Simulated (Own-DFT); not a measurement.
# Strain and stress in diamond-structure SiGeSn with randomly placed atoms, 64 atoms (Ge52Si8Sn4)

Calculated results; nothing here was measured. They come from Own-DFT, an in-house plane-wave density functional program, since retired, whose code no person has reviewed. Each row is one single-point run on a periodic cell that was not relaxed, without spin or spin-orbit coupling.

Settings of every run: PBE; PseudoDojo norm-conserving scalar-relativistic files; cutoff 49 hartree; 3 x 3 x 3 k mesh centred on Gamma; Fermi-Dirac smearing of 0.1 eV.

Known limits: forces on such cells moved up to 12 meV/angstrom on a denser k mesh; stress not checked against mesh or cutoff.

Unstrained cell vectors in Å: (11.363, 0.000, 0.000); (0.000, 11.363, 0.000); (0.000, 0.000, 11.363). The unstrained cell has measured lattice constants (interpolated for alloys), not those of this functional. That, the random moves and any unrelaxed bonds set the pressure at no strain. Each run strains this cell uniformly, with the atoms carried along. Every atom was also moved at random, by a Gaussian of width 0.05 Å on each axis. The random placing of the alloy's atoms differs from row to row. Strain is the symmetric tensor, in per cent. Stress is positive in tension, and the pressure is minus a third of its trace.

```
run  e_xx (%)  e_yy (%)  e_zz (%)  s_xx (GPa)  s_yy (GPa)  s_zz (GPa)  P (GPa)  E (meV/atom)
  1      1.25      1.25      0.00       -2.63       -2.57       -3.28     2.83           0.8
  2     -2.75     -2.75      0.00      -10.29      -10.29       -8.25     9.61          69.3
  3     -0.75     -0.75      0.00       -6.05       -5.99       -5.54     5.86          23.5
  4      1.50      1.50      0.00       -2.27       -2.13       -3.18     2.53           0.0
  5     -0.50     -0.50      0.00       -5.66       -5.66       -5.15     5.49          22.8
  6     -1.75     -1.75      0.00       -7.92       -7.94       -6.79     7.55          33.0
  7     -3.00     -3.00      0.00      -11.07      -10.95       -8.67    10.23          80.0
  8     -1.00     -1.00      0.00       -6.44       -6.36       -5.69     6.16          16.7
  9      0.50      0.50      0.00           ?           ?           ?        ?             ?
```

E is the free energy for each atom above the lowest run shown.

## Worked fit

The change of volume is close to e_xx + e_yy + e_zz. A straight line through the runs shown gives P = 4.82 - 85 x (fractional change of volume) GPa, with an error of 3 on the slope and a scatter of 0.30 GPa. The strain isn't the same on all axes, but the crystal is cubic, so the slope still estimates the bulk modulus, averaged over pressures from 2.5 to 10.2 GPa.

## Withheld run

Question: what pressure should run 9 give? Its volume changes by 1.00 %.

The line gives 4.0 GPa. The calculation gave 3.89 GPa.
